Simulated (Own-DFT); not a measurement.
# One host, several defects: C40 NbSi2

The numbers are computed, not measured, by runs of the plane-wave DFT program Own-DFT (in-house, retired, unreviewed) at fixed positions, with no spin and no spin-orbit coupling.

All runs used: PBE; PseudoDojo norm-conserving scalar-relativistic files; cutoff 42 hartree; 4 x 4 x 5 k mesh centred on Gamma; cold (Marzari-Vanderbilt) smearing of 0.2 eV.

Caveats: forces on such cells failed a check on a denser k mesh; stress not checked against mesh or cutoff.

All runs share one cell, with vectors in Å (0.000, 8.324, 0.000); (-9.613, 0.000, 0.000); (0.000, 0.000, 6.586) and a volume of 527.0 Å³. The atoms are randomly displaced, by u rms on each axis. The defect's site can differ from row to row.

```
                    cell   formula   u (Å)  P (GPa)
               no defect  Nb12Si24  0.0197     1.52
               no defect  Nb12Si24  0.0198     1.48
               no defect  Nb12Si24  0.0551     3.22
two Si on a Nb site each  Nb10Si26  0.0277     1.61
two Si on a Nb site each  Nb10Si26  0.0501     2.39
two Si on a Nb site each  Nb10Si26  0.0530     2.62
          one Si vacancy  Nb12Si23  0.0294     0.88
          one Si vacancy  Nb12Si23  0.0331     0.85
          one Si vacancy  Nb12Si23  0.0470     1.88
two Nb on a Si site each  Nb14Si22  0.0280     7.51
two Nb on a Si site each  Nb14Si22  0.0315        ?
two Nb on a Si site each  Nb14Si22  0.0476     8.55
two Nb on a Si site each  Nb14Si22  0.0513     8.06
```

## Analysis

P = P0 + c u² + a shift for each defect gives P0 = 1.33 GPa, c = 580 ± 76 GPa/Å² and a scatter of 0.24 GPa. The shifts, and each times the cell's volume:

- two Nb on a Si site each: 5.61 ± 0.20 GPa, 18.4 eV (9.2 eV for each of its 2 sites)
- two Si on a Nb site each: -0.30 ± 0.20 GPa, -1.0 eV (-0.5 eV for each of its 2 sites) (not resolved)
- one Si vacancy: -0.94 ± 0.20 GPa, -3.1 eV

Positive is outwards. The product with the volume (160.2 GPa Å³ to the eV) is nearly free of the cell's size; divided by the bulk modulus at the cell's pressure it gives the volume that the defect adds. The atoms around the defects weren't relaxed, which would change these numbers.

## Check

Asked: what pressure belongs in the blank (two Nb on a Si site each, u = 0.0315 Å)?

The fitted form gives 7.52 ± 0.28 GPa. The hidden result is 7.58 GPa.
